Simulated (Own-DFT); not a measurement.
## Calculated data, Al3GaN4 (wurtzite random alloy, strained, atoms displaced)

All values are calculated (Own-DFT development build). A calculation, not a measurement: plane-wave PBE density functional theory by an unreviewed code, no spin, of a simulated periodic cell, stress positive in tension, free energy of the whole cell less one offset for each atom, forces on such cells passed a denser k mesh, this cell's mesh not checked; offsets are fitted by least squares, one for each functional and potential file, so energies compare only between cells with the same atoms and settings and are not formation energies; the far tail of each file's local potential was reset to the Coulomb form; each entry is a single point on an unrelaxed cell, so the pressure reflects the starting lattice, mostly measured values, from which strain is counted, and rises with the displacements; printed positions are rounded, which can move forces by about a meV/angstrom; the program is a retired in-house code; no spin-orbit coupling.

Common to all runs: functional PBE; potential files PseudoDojo norm-conserving, scalar-relativistic, standard set with the stringent files for Ga; wave cutoff 96 hartree; occupations Gaussian; smearing width 0.01 eV; k mesh 4 x 4 x 3 centred on Gamma.

(1) Al3GaN4 (wurtzite random alloy, strained, atoms displaced)

```
Al3GaN4
1.0
      9.4407     0.0000     0.0000
     -4.7204     8.1759     0.0000
      0.0000     0.0000    10.0655
Al N Ga N Al Ga N Al N Al N Al N Ga Al N Al Ga N Al N Ga Al N Ga Al N Ga Al N Al N Ga Al N Al N Al N Al N Al N
2 2 2 2 1 1 2 2 2 2 2 2 2 1 1 2 1 1 2 2 2 1 1 2 1 1 2 1 1 2 2 2 1 1 2 2 2 2 2 2 2 2 2
Direct
  0.10193 0.21962 0.99902
  0.21784 0.10939 0.24259
  0.11287 0.22453 0.19425
  0.21996 0.11853 0.43789
  0.10107 0.21603 0.49431
  0.22582 0.10624 0.74739
  0.10010 0.21183 0.69969
  0.23416 0.12449 0.94237
  0.10845 0.55198 0.99792
  0.21557 0.44526 0.24951
  0.10658 0.55240 0.19254
  0.21455 0.43956 0.44691
  0.10723 0.56018 0.50119
  0.22281 0.44639 0.75017
  0.11215 0.55971 0.69460
  0.21673 0.44139 0.93764
  0.11087 0.89261 0.00250
  0.22587 0.78357 0.25148
  0.11460 0.89783 0.18154
  0.22321 0.77853 0.42851
  0.12913 0.89684 0.50236
  0.22548 0.77962 0.75262
  0.12264 0.89251 0.70222
  0.22165 0.77702 0.93359
  0.43531 0.21738 0.00134
  0.56083 0.11025 0.24778
  0.43393 0.21029 0.18968
  0.55560 0.11279 0.42686
  0.43955 0.21894 0.49109
  0.55942 0.10981 0.74950
  0.43897 0.21532 0.68572
  0.56731 0.11322 0.94246
  0.45103 0.56789 0.00077
  0.57021 0.44716 0.24734
  0.43609 0.54498 0.19359
  0.55588 0.43832 0.43775
  0.43302 0.54893 0.50422
  0.56291 0.43698 0.75538
  0.44213 0.55491 0.69331
  0.55434 0.44777 0.93824
  0.44229 0.88615 0.00052
  0.54536 0.76903 0.25871
  0.44392 0.89460 0.19325
  0.54831 0.77646 0.44764
  0.43881 0.88569 0.50600
  0.54886 0.77518 0.75121
  0.43393 0.88750 0.69440
  0.55716 0.77107 0.95387
  0.77569 0.21563 0.99510
  0.88953 0.10248 0.25850
  0.77641 0.21239 0.19022
  0.89162 0.11300 0.43290
  0.77448 0.22571 0.50299
  0.88364 0.11054 0.74679
  0.78852 0.21918 0.69561
  0.90070 0.11803 0.93993
  0.77871 0.56248 0.00768
  0.87506 0.42771 0.24703
  0.77535 0.55618 0.19547
  0.88522 0.43714 0.43926
  0.77750 0.55404 0.49722
  0.89010 0.43932 0.75506
  0.77639 0.55994 0.68918
  0.88762 0.45407 0.94111
  0.78420 0.89657 0.99887
  0.90592 0.78910 0.24258
  0.77021 0.88614 0.19224
  0.88931 0.77562 0.43610
  0.77171 0.88646 0.50422
  0.89136 0.78256 0.74975
  0.77447 0.88509 0.67955
  0.89429 0.78711 0.94606
```

The calculation gives: free energy of cell above offsets -22.872 eV; pressure 4.18 GPa; stress xx -4.14 GPa; stress yy -2.74 GPa; stress zz -5.64 GPa; stress yz -0.2 GPa; stress xz -0.38 GPa; stress xy -2.11 GPa.

Force:
```tsv
element	x (eV/Å)	y (eV/Å)	z (eV/Å)
Al	2.859	1.83	0.754
Al	0.153	1.266	1.038
N	-0.821	-1.757	-1.121
N	1.807	-1.949	-0.56
Ga	0.697	0.836	2.104
Ga	-1.544	1.88	1.306
N	0.451	1.366	-1.118
N	-3.482	-2.974	-0.499
Al	0.084	0.504	0.309
Ga	0.829	-0.446	0.768
N	-1.766	1.265	-0.832
N	-1.287	1.165	-0.33
Al	0.463	-0.916	-0.143
Al	-0.041	-1.135	0.027
N	-0.191	-0.25	-0.884
N	0.353	0.728	0.678
Al	1.149	0.592	-2.049
Al	-0.224	-0.645	-2.221
N	0.966	-1.018	1.28
N	-0.892	-0.371	2.537
Al	-2.268	-0.431	-0.114
Al	-0.928	-1.06	0.285
N	-1.334	-2.417	-2.477
N	-0.726	-0.191	1.794
Ga	2.849	1.861	0.647
Al	-1.016	-0.054	-1.149
N	1.614	1.467	1.122
N	-0.584	-0.294	2.591
Al	0.379	0.564	0.292
Ga	-0.708	0.428	0.395
N	1.763	1.666	-0.785
N	-1.355	-0.548	-0.586
Al	-0.493	-4.219	0.929
Al	-3.645	-1.738	0.818
N	1.466	1.577	-0.448
N	0.098	0.464	-0.004
Ga	1.401	-0.136	-0.388
Al	-1.618	0.568	-1.083
N	0.511	-0.244	1.16
N	0.717	0.697	0.97
Ga	-0.011	0.236	0.518
Al	0.411	0.402	-1.022
N	0.464	-1.443	0.355
N	1.099	0.081	-0.837
Ga	0.212	0.967	-1.154
Al	0.775	-0.308	0.145
N	2.056	-0.329	0.188
N	0.349	3.035	-2.91
Al	1.086	1.642	1.362
Al	-0.541	0.491	-2.752
N	0.159	0.385	-0.753
N	-1.996	-1.894	2.157
Ga	0.581	-1.29	-0.539
Al	2.609	-1.573	0.944
N	-2.389	1.349	-0.558
N	-2.763	-1.877	-0.904
Al	-0.305	-0.471	-1.125
Al	1.004	1.472	0.241
N	2.173	0.904	-1.048
N	-0.154	2.063	-0.312
Al	-0.332	0.285	0.035
Al	-0.582	1.492	-0.482
N	1.223	-0.598	0.181
N	0.32	-1.302	0.409
Al	-0.564	-0.336	1.139
Al	-2.451	-1.327	1.422
N	0.942	-0.167	-0.066
N	0.597	0.833	0.521
Al	0.898	-0.079	-2.832
Al	0.259	-0.404	-0.01
N	-0.497	0.429	3.452
N	-0.318	-0.599	-0.783
```

(2) Al3GaN4 (wurtzite random alloy, strained, atoms displaced)

```
Al3GaN4
1.0
      9.4407     0.0000     0.0000
     -4.7204     8.1759     0.0000
      0.0000     0.0000    10.0655
Ga Al N Al Ga N Ga Al N Al N Al N Al N Al Ga N Al N Al N Al N Ga Al N Al N Al Ga N Al N Ga Al N Al N Al Ga N Ga Al N
1 1 2 1 1 2 1 1 2 2 2 2 2 2 2 1 1 2 2 2 2 2 2 2 1 1 2 2 2 1 1 2 2 2 1 1 2 2 2 1 1 2 1 1 2
Direct
  0.10956 0.21758 0.00703
  0.21549 0.11420 0.25513
  0.10828 0.21506 0.19065
  0.22240 0.10869 0.43685
  0.12018 0.23013 0.49934
  0.22211 0.10125 0.74317
  0.11553 0.21599 0.68625
  0.22297 0.11781 0.93629
  0.11481 0.56380 0.00020
  0.22582 0.45694 0.23880
  0.11389 0.55881 0.19182
  0.21808 0.44829 0.43750
  0.11160 0.54508 0.50755
  0.23281 0.45168 0.74705
  0.10750 0.55176 0.68977
  0.22084 0.43933 0.94294
  0.11166 0.89020 0.99968
  0.22100 0.77815 0.25413
  0.11443 0.89503 0.18002
  0.21912 0.77095 0.44687
  0.11046 0.88707 0.50236
  0.21725 0.77365 0.74541
  0.10355 0.88597 0.69269
  0.22259 0.77568 0.93058
  0.44892 0.22303 0.00293
  0.55480 0.10417 0.25318
  0.44040 0.22265 0.18998
  0.55343 0.12246 0.44452
  0.45244 0.21895 0.50347
  0.56240 0.11480 0.75249
  0.44510 0.23010 0.68718
  0.56272 0.11694 0.94203
  0.44119 0.55631 0.99862
  0.55554 0.44355 0.24995
  0.45025 0.56691 0.18546
  0.56072 0.44040 0.45056
  0.44677 0.54744 0.49033
  0.54570 0.43442 0.75098
  0.45010 0.57172 0.67994
  0.54785 0.43204 0.93588
  0.45822 0.90439 0.99268
  0.55646 0.77391 0.24764
  0.44559 0.89571 0.18416
  0.55684 0.77654 0.44253
  0.43798 0.88877 0.50229
  0.56723 0.79125 0.74710
  0.44761 0.88421 0.69270
  0.55895 0.77489 0.94763
  0.77350 0.21919 0.00343
  0.89155 0.11549 0.24847
  0.77541 0.22117 0.18542
  0.89454 0.11277 0.44675
  0.77829 0.22629 0.50528
  0.89557 0.11607 0.75766
  0.78421 0.22780 0.68347
  0.89641 0.11402 0.92210
  0.78012 0.56418 0.00227
  0.88607 0.43601 0.24788
  0.77421 0.55536 0.19098
  0.88926 0.44234 0.44266
  0.77202 0.55100 0.49823
  0.89577 0.45152 0.74213
  0.78850 0.55518 0.69266
  0.89689 0.45076 0.94376
  0.77474 0.89224 0.00123
  0.88773 0.77055 0.24865
  0.77765 0.89514 0.18702
  0.88447 0.77682 0.44859
  0.78476 0.89131 0.50244
  0.88160 0.77188 0.74447
  0.77727 0.88821 0.69222
  0.89625 0.78998 0.93787
```

The calculation gives: free energy of cell above offsets -23.080 eV; pressure 4.14 GPa; stress xx -2.25 GPa; stress yy -3.38 GPa; stress zz -6.79 GPa; stress yz -0.57 GPa; stress xz 0.21 GPa; stress xy -0.05 GPa.

Force:
```tsv
element	x (eV/Å)	y (eV/Å)	z (eV/Å)
Ga	0.046	0.244	-1.974
Al	1.751	-0.846	-1.04
N	0.105	2.42	1.048
N	0.324	0.241	1.192
Al	-0.406	-1.068	0.078
Ga	-0.631	1.457	1.331
N	-1.26	1.861	-0.047
N	2.087	-1.4	0.846
Ga	0.633	-0.684	-0.314
Al	0.789	-1.494	1.287
N	-1.112	0.199	0.646
N	2.075	-0.671	-0.986
Al	-1.38	1.081	-1.139
Al	-0.273	-1.062	0.368
N	1.435	0.478	0.236
N	0.411	1.255	-0.735
Al	0.45	0.642	-1.657
Al	0.008	0.635	-0.561
N	0.576	-0.528	2.314
N	-0.403	0.478	-0.545
Al	-0.396	-0.027	-0.147
Al	0.368	0.291	0.07
N	1.079	-1.704	-1.324
N	-0.295	1.874	0.483
Al	-1.404	-0.581	-0.218
Ga	-0.993	1.313	0.172
N	-0.175	0.475	0.328
N	3.124	-2.618	-0.154
Al	-3.307	1.116	0.018
Al	-0.267	0.174	-0.974
N	1.81	-1.904	0.031
N	-0.52	1.551	-1.323
Al	0.693	-0.679	-0.614
Al	-0.359	-0.328	0.167
N	0.254	-2.141	0.702
N	-1.304	-0.393	-2.206
Al	-1.186	1.517	1.118
Al	0.369	2.639	-0.439
N	0.735	-1.575	1.211
N	-0.401	1.726	0.636
Ga	-0.987	-3.07	0.577
Al	-0.463	2.158	0.724
N	0.124	-2.348	1.281
N	-1.024	-0.092	-1.285
Al	1.539	-0.097	-0.06
Al	-0.259	-1.969	0.651
N	-1.606	1.671	-0.165
N	-0.125	0.356	-1.752
Al	1.696	1.624	-1.686
Ga	-0.349	-0.71	1.551
N	0.169	0.564	0.414
N	-0.746	1.375	-0.689
Al	0.707	-0.755	-1.456
Al	0.336	-0.085	-5.992
N	-0.317	-0.536	2.321
N	-2.006	-0.602	6.753
Ga	0.138	-0.486	-1.548
Al	-0.063	1.213	0.55
N	0.526	-1.679	0.916
N	-0.161	0.302	-0.804
Al	1.787	0.898	1.136
Al	-0.103	-1.455	1.917
N	-2.411	-0.188	-0.836
N	-1.231	-1.67	-0.93
Al	1.462	0.271	-0.868
Ga	-0.295	2.039	0.544
N	-0.022	-1.036	0.076
N	2.195	-1.148	-1.11
Ga	-1.633	0.382	0.071
Al	0.201	0.626	1.08
N	0.695	1.017	0.797
N	-0.825	-0.531	-0.065
```

(3) Al3GaN4 (wurtzite random alloy, strained, atoms displaced)

```
Al3GaN4
1.0
      9.4407     0.0000     0.0000
     -4.7204     8.1759     0.0000
      0.0000     0.0000    10.0655
Al N Ga Al N Ga N Ga Al N Al Ga N Ga Al N Al N Al N Al Ga N Al N Al Ga N Al Ga N Al N Al N Al N Al N Al N Al N
2 2 1 1 2 2 2 1 1 2 1 1 2 1 1 2 2 2 2 2 1 1 2 2 2 1 1 2 1 1 2 2 2 2 2 2 2 2 2 2 2 2 2
Direct
  0.11324 0.22418 0.00637
  0.21474 0.10785 0.24826
  0.10858 0.21912 0.18063
  0.21825 0.10960 0.44403
  0.10875 0.21748 0.49753
  0.22468 0.11518 0.74483
  0.11192 0.23243 0.68839
  0.21207 0.11068 0.93835
  0.10484 0.55189 0.00211
  0.22482 0.44712 0.24564
  0.11614 0.57093 0.18935
  0.22648 0.44725 0.44508
  0.11594 0.55788 0.49239
  0.21838 0.44439 0.73781
  0.11584 0.56730 0.68902
  0.21753 0.44032 0.94858
  0.10175 0.89582 0.99602
  0.22400 0.77759 0.25524
  0.10803 0.88367 0.19416
  0.23606 0.78531 0.44119
  0.11656 0.88495 0.49450
  0.22309 0.77155 0.75746
  0.11533 0.89061 0.69087
  0.22127 0.76505 0.94055
  0.45010 0.21434 0.99824
  0.55148 0.10450 0.25197
  0.44057 0.21721 0.18438
  0.55139 0.09556 0.44128
  0.44642 0.22344 0.50355
  0.55667 0.11366 0.75399
  0.45023 0.22464 0.69269
  0.56201 0.11876 0.93179
  0.45265 0.55149 0.00810
  0.55090 0.44500 0.25441
  0.44382 0.56164 0.19297
  0.55570 0.44173 0.43126
  0.44666 0.55675 0.50614
  0.54638 0.44144 0.75155
  0.43603 0.55275 0.68611
  0.54939 0.43694 0.93722
  0.45337 0.88328 0.99865
  0.55903 0.77349 0.24135
  0.44015 0.89765 0.19402
  0.54438 0.77889 0.44254
  0.44434 0.88919 0.49506
  0.55888 0.77404 0.75280
  0.43584 0.88343 0.68764
  0.55145 0.78088 0.94582
  0.77005 0.21605 0.00316
  0.89295 0.10981 0.25916
  0.78927 0.22323 0.19372
  0.87965 0.10921 0.43270
  0.77690 0.22176 0.50371
  0.89030 0.11086 0.74701
  0.77788 0.21813 0.68355
  0.89599 0.10537 0.92883
  0.77834 0.55726 0.00981
  0.88564 0.45460 0.24500
  0.78010 0.56009 0.18946
  0.90036 0.45071 0.42982
  0.77129 0.55107 0.50275
  0.90359 0.45323 0.74755
  0.77235 0.55679 0.68061
  0.88492 0.44546 0.93160
  0.78377 0.89491 0.00364
  0.88441 0.78040 0.24392
  0.78009 0.88614 0.18371
  0.88627 0.78260 0.44014
  0.79088 0.89747 0.49921
  0.89510 0.77632 0.74964
  0.76091 0.88297 0.68852
  0.88376 0.77380 0.93791
```

The calculation gives: free energy of cell above offsets -21.798 eV; pressure 4.79 GPa; stress xx -2.19 GPa; stress yy -3.59 GPa; stress zz -8.6 GPa; stress yz -0.44 GPa; stress xz 0.86 GPa; stress xy 0.16 GPa.

Force:
```tsv
element	x (eV/Å)	y (eV/Å)	z (eV/Å)
Al	-0.587	-0.004	-3.132
Al	0.973	-0.072	-0.057
N	0.036	-0.514	3.371
N	1.662	0.679	-1.408
Ga	-0.883	0.967	0.182
Al	-0.428	-0.364	0.675
N	0.468	-2.017	0.172
N	1.836	0.259	-0.323
Ga	0.479	-0.309	-0.356
Ga	-1.478	-0.308	0.682
N	-0.544	-3.078	0.698
N	1.065	-0.654	-0.978
Ga	-0.213	0.667	0.919
Al	-0.346	1.041	2.217
N	0.393	-1.755	-0.209
N	1.565	0.274	-1.339
Al	2.079	-1.256	0.527
Ga	-0.353	1.156	-0.67
N	-1.508	1.178	-1.075
N	-1.162	-1.003	-0.019
Ga	-0.935	-0.182	0.968
Al	-0.082	1.796	-0.635
N	-0.31	-0.023	0.666
N	-0.647	3.165	0.161
Al	-2.226	0.505	-0.174
Al	0.428	1.669	0.341
N	0.134	-0.137	0.825
N	-0.746	3.718	-0.36
Al	0.333	-0.866	-0.71
Al	0.684	-1.121	-2.396
N	-0.885	-0.052	-0.495
N	0.296	-1.673	1.923
Al	-2.069	0.027	-1.641
Ga	0.445	-0.788	-2.461
N	1.08	-1.714	-1.386
N	-0.257	-0.117	3.907
Al	-0.18	0.789	-1.832
Al	0.889	0.763	-0.331
N	1.137	-0.912	1.112
N	0.719	0.696	1.041
Al	-4.091	1.276	0.896
Ga	-1.59	2.393	2.355
N	2.113	-0.773	-2.202
N	2.97	-0.912	-0.58
Al	0.728	-0.578	2.233
Ga	-2.856	-0.238	0.135
N	0.344	1.186	0.62
N	3.51	-1.763	0.254
Al	1.911	1.006	-0.709
Al	-0.461	0.26	-3.124
N	-1.668	0.074	-0.704
N	0.742	0.103	2.295
Al	-0.334	0.199	-1.77
Al	-0.419	-0.415	-0.326
N	-0.048	1.059	1.439
N	-1.353	0.638	2.077
Al	-0.059	-0.572	-2.946
Al	2.27	-1.198	0.449
N	-0.82	0.181	0.292
N	-2.48	-1.123	1.097
Al	1.008	0.915	-1.879
Al	-1.957	-1.19	-0.544
N	0.495	-0.374	2.163
N	-0.795	-0.864	1.42
Al	-0.386	-0.395	-2.178
Al	1.476	-0.227	1.434
N	0.025	1.365	0.892
N	0.47	-1.235	-0.946
Al	-2.583	-1.36	0.56
Al	-1.272	0.059	-0.696
N	4.452	2.092	-0.906
N	-0.204	-0.023	0.499
```

(4) Al3GaN4 (wurtzite random alloy, strained, atoms displaced)

```
Al3GaN4
1.0
      9.4407     0.0000     0.0000
     -4.7204     8.1759     0.0000
      0.0000     0.0000    10.0655
Al N Al N Al N Al N Al Ga N Al N Al Ga N Al N Ga Al N Ga Al N Al N Al Ga N Al Ga N Al N Ga Al N Al Ga N Al Ga N Al N
2 2 2 2 2 2 2 2 1 1 2 2 2 1 1 2 2 2 1 1 2 1 1 2 2 2 1 1 2 1 1 2 2 2 1 1 2 1 1 2 1 1 2 2 2
Direct
  0.11131 0.21918 0.00004
  0.22663 0.10886 0.24218
  0.10850 0.21995 0.19299
  0.22593 0.11827 0.43555
  0.10799 0.21081 0.50216
  0.22866 0.12067 0.74707
  0.11189 0.22997 0.69738
  0.22160 0.10796 0.93645
  0.11186 0.55672 0.00376
  0.22334 0.44042 0.26114
  0.11770 0.56715 0.19607
  0.22652 0.44265 0.43339
  0.11396 0.55788 0.51218
  0.22633 0.44944 0.74475
  0.09687 0.54745 0.68895
  0.22773 0.44664 0.94996
  0.10909 0.88735 0.00026
  0.23828 0.78356 0.26037
  0.10072 0.88963 0.18109
  0.21999 0.76955 0.44583
  0.11275 0.89782 0.51260
  0.21930 0.77626 0.75544
  0.11920 0.89445 0.68494
  0.21532 0.76825 0.93485
  0.44982 0.22442 0.99312
  0.55397 0.10948 0.25382
  0.43663 0.22324 0.18398
  0.56028 0.11902 0.43769
  0.43597 0.22039 0.50455
  0.57001 0.11434 0.75152
  0.44753 0.22761 0.68389
  0.55746 0.11797 0.93847
  0.45097 0.56305 0.00350
  0.55173 0.43677 0.24986
  0.43792 0.55355 0.18137
  0.56168 0.45122 0.44203
  0.44906 0.55615 0.50621
  0.56125 0.45009 0.74913
  0.43414 0.55721 0.69661
  0.55173 0.44219 0.94323
  0.44785 0.89375 0.99782
  0.56333 0.78230 0.25636
  0.45115 0.89287 0.18933
  0.56337 0.77982 0.43371
  0.43842 0.88384 0.49995
  0.56919 0.78846 0.74874
  0.44173 0.89081 0.69559
  0.55825 0.77768 0.93706
  0.77789 0.22191 0.99485
  0.89109 0.10909 0.24669
  0.77628 0.22021 0.18926
  0.88181 0.10629 0.44412
  0.77592 0.22356 0.50362
  0.88531 0.10617 0.75098
  0.77906 0.21908 0.68589
  0.88435 0.10546 0.94181
  0.77383 0.55743 0.00421
  0.89768 0.44897 0.25630
  0.78284 0.55339 0.19574
  0.88865 0.44413 0.43838
  0.78171 0.55277 0.49823
  0.88080 0.44471 0.75598
  0.77457 0.55565 0.69246
  0.89053 0.45111 0.94275
  0.76974 0.89421 0.99192
  0.89002 0.77913 0.25256
  0.77719 0.89445 0.18460
  0.89410 0.77651 0.44048
  0.78321 0.89287 0.50534
  0.88810 0.76792 0.75425
  0.78793 0.89096 0.69860
  0.88190 0.76991 0.93715
```

The calculation gives: free energy of cell above offsets -23.478 eV; pressure 4.05 GPa; stress xx -1.34 GPa; stress yy -2.14 GPa; stress zz -8.67 GPa; stress yz 0.43 GPa; stress xz 0.79 GPa; stress xy -1.69 GPa.

Force:
```tsv
element	x (eV/Å)	y (eV/Å)	z (eV/Å)
Al	0.055	0.713	0.194
Al	-1.758	-0.256	0.362
N	1.472	0.764	-0.667
N	0.139	-1.486	0.443
Al	-1.175	1.727	-0.309
Al	-0.099	-0.609	0.688
N	0.356	-1.228	-1.177
N	0.218	0.162	0.068
Al	0.558	-0.473	0.542
Al	-0.431	0.586	-3.883
N	0.334	-1.939	-0.547
N	-1.059	-0.439	3.933
Al	-0.188	-1.349	-2.753
Al	-2.036	-0.679	2.377
N	1.763	1.429	1.258
N	-1.703	-0.866	-1.908
Al	-0.183	-0.439	-1.094
Ga	-1.916	-0.412	-1.401
N	2.21	0.964	1.105
N	-0.401	1.556	1.37
Al	0.503	-0.945	-3.756
Al	0.218	-0.1	-1.381
N	-0.708	-0.292	3.08
N	0.335	1.575	1.514
Al	-1.504	-0.136	0.779
Ga	0.122	1.223	-1.19
N	1.175	-0.006	-0.123
N	-0.981	-1.17	2.325
Al	1.545	1.017	-1.647
Al	-2.348	-0.493	-0.668
N	0.474	-0.03	1.855
N	0.886	-0.854	-0.331
Ga	-0.521	-0.923	-1.351
Al	-0.153	1.43	-0.142
N	1.098	0.528	4.406
N	0.522	-1.471	-0.35
Ga	-0.531	0.138	-0.92
Al	-1.46	-0.731	0.591
N	2.711	0.575	-0.421
N	0.55	-0.287	-1.681
Al	-0.404	-0.853	-0.113
Al	-0.145	-0.861	-2.473
N	0.651	-0.599	-0.758
N	-0.685	0.758	2.599
Al	1.005	1.02	0.43
Ga	-1.712	-1.259	0.098
N	0.217	0.365	-0.95
N	-1.199	1.565	0.505
Al	0.16	0.804	1.484
Ga	-0.899	0.389	0.698
N	0.149	1.45	-0.708
N	0.754	0.681	0.779
Al	0.453	0.123	-1.501
Al	0.834	1.483	0.255
N	0.159	-0.299	1.096
N	-0.02	1.595	-0.976
Ga	0.352	-0.533	0.675
Al	-0.182	-0.505	-1.305
N	-1.067	-0.819	0.378
N	0.761	-0.169	1.557
Al	-0.451	0.474	-0.081
Ga	0.776	-0.552	-0.266
N	-0.33	0.383	-1.286
N	0.82	-1.459	0.694
Al	2.062	-1.357	1.533
Ga	-0.69	-0.219	-0.627
N	-0.212	-1.719	-0.44
N	-0.411	0.713	2.035
Al	0.118	-0.935	-0.665
Al	0.319	1.45	-0.398
N	0.735	-0.095	-1.643
N	-0.003	2.205	0.181
```
